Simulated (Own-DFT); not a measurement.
# Strain and stress in wurtzite GaN, 72 atoms (Ga36N36)

Calculated results; nothing here was measured. They come from Own-DFT, an in-house plane-wave density functional program, since retired, whose code no person has reviewed. Each row is one single-point run on a periodic cell that was not relaxed, without spin or spin-orbit coupling.

Settings of every run: PBE; PseudoDojo norm-conserving scalar-relativistic files (stringent for Ga); cutoff 96 hartree; 4 x 4 x 3 k mesh centred on Gamma; Gaussian smearing of 0.01 eV.

Known limits: forces not confirmed at this smearing and k mesh; stress not checked against mesh or cutoff.

Unstrained cell vectors in Å: (9.567, 0.000, 0.000); (-4.783, 8.285, 0.000); (0.000, 0.000, 10.370). The unstrained cell has measured lattice constants (interpolated for alloys), not those of this functional. That, the random moves and any unrelaxed bonds set the pressure at no strain. Each run strains this cell uniformly, with the atoms carried along. Every atom was also moved at random, by a Gaussian of width 0.05 Å on each axis. Strain is the symmetric tensor, in per cent. Stress is positive in tension, and the pressure is minus a third of its trace.

| run | e_xx (%) | e_yy (%) | e_zz (%) | e_yz (%) | e_xz (%) | e_xy (%) | s_xx (GPa) | s_yy (GPa) | s_zz (GPa) | s_yz (GPa) | s_xz (GPa) | s_xy (GPa) | P (GPa) | E (meV/atom) |
|---|---|---|---|---|---|---|---|---|---|---|---|---|---|---|
| 1 | 1.98 | 0.66 | 0.45 | 0.42 | 0.68 | 0.42 | 1.45 | -1.84 | -4.30 | 0.81 | 0.90 | 1.43 | 1.56 | 6.1 |
| 2 | 1.28 | -0.68 | 1.83 | 1.82 | 1.00 | 1.39 | -1.75 | -7.29 | 0.17 | 3.98 | 2.00 | 3.48 | 2.96 | 9.8 |
| 3 | -0.55 | -0.83 | 0.56 | 0.06 | -0.77 | 0.67 | -10.52 | -11.60 | -6.06 | -1.05 | -1.66 | 2.80 | 9.39 | 30.2 |
| 4 | -0.93 | 1.72 | -0.52 | 1.15 | -0.04 | 1.69 | -8.76 | -3.23 | -8.41 | 3.39 | -0.21 | 4.13 | 6.80 | 15.3 |
| 5 | 0.88 | -1.27 | -1.55 | 0.10 | -1.62 | 0.07 | -6.78 | -13.77 | -14.91 | -0.57 | -4.31 | -0.11 | 11.82 | 36.0 |
| 6 | 0.18 | -0.15 | -0.08 | 1.82 | 0.00 | 0.66 | -6.06 | -6.99 | -7.37 | 3.50 | -0.22 | 1.59 | 6.81 | 0.0 |
| 7 | -1.43 | 0.94 | 0.43 | 0.17 | -1.33 | -0.07 | -11.23 | -4.44 | -5.89 | 1.57 | -3.17 | 0.56 | 7.19 | 11.5 |
| 8 | 1.16 | -0.93 | 0.24 | 1.12 | -1.13 | 0.42 | -1.30 | -10.84 | -7.71 | 2.67 | -2.29 | 1.59 | 6.62 | 17.8 |
| 9 | 0.15 | -1.84 | 0.57 | -1.33 | -0.95 | 1.49 | -8.31 | -14.94 | -5.48 | -1.85 | -2.15 | 4.71 | 9.58 | 26.7 |
| 10 | -1.14 | -1.72 | -0.61 | -1.31 | -1.14 | 0.65 | -13.02 | -17.78 | -13.25 | -2.65 | -2.63 | 1.45 | 14.68 | 43.4 |
| 11 | 0.24 | 1.35 | -0.13 | -1.82 | -1.41 | -1.18 | -4.99 | -2.87 | -6.42 | -3.56 | -1.99 | -4.05 | 4.76 | 19.6 |
| 12 | -0.69 | 1.64 | -1.33 | -1.85 | 1.24 | -0.37 | -9.08 | -2.08 | -12.37 | -3.94 | 1.86 | -1.61 | 7.84 | 14.3 |
| 13 | -0.48 | 1.66 | 0.95 | 0.36 | 0.23 | -0.48 | -6.21 | -0.86 | -2.88 | 0.71 | 0.29 | -1.78 | 3.32 | 11.6 |
| 14 | -1.25 | 0.70 | -1.56 | -0.06 | 1.86 | -1.41 | -13.51 | -7.48 | -15.17 | -0.38 | 4.42 | -5.89 | 12.05 | 36.8 |
| 15 | -0.57 | 0.95 | 1.51 | -1.62 | -1.94 | 0.67 | ? | ? | ? | ? | ? | ? | ? | ? |

E is the free energy for each atom above the lowest run shown.

## Worked fit

Each stress component was fitted by least squares to a constant and the strains of the runs shown, as fractions, with shears doubled. Shear strains stay in the fit of a normal stress only where such slopes are resolved. The slopes, in GPa:

```
stress  at no strain  per e_xx  per e_yy  per e_zz  scatter
  s_xx          -7.0  395 ± 26  103 ± 20   85 ± 27     0.89
  s_yy          -7.9  124 ± 24  428 ± 18   91 ± 25     0.81
  s_zz          -7.7   56 ± 20   87 ± 16  438 ± 21     0.70
```

Each shear stress against twice its own strain: yz 99 ± 10, xz 104 ± 8, xy 151 ± 12 GPa. These are stiffnesses along x, y and z of the frame in which the cell vectors are given, which need not be the crystal's axes. The atoms are held to the strained lattice; where symmetry lets them move under strain, relaxing them would lower some slopes. The table should be nearly symmetric about its diagonal, and what it lacks of that shows the noise. A ninth of its sum, 200 ± 6 GPa, estimates the bulk modulus near the mean pressure of these runs, 7.5 GPa, so it lies above the value at zero pressure.

## Withheld run

Question: what normal stresses and pressure should run 15 give?

The fit gives s_xx = -7.0, s_yy = -3.1, s_zz = -0.6 and P = 3.6 GPa. The calculation gave -7.20, -3.31, -0.97 and P = 3.83 GPa.
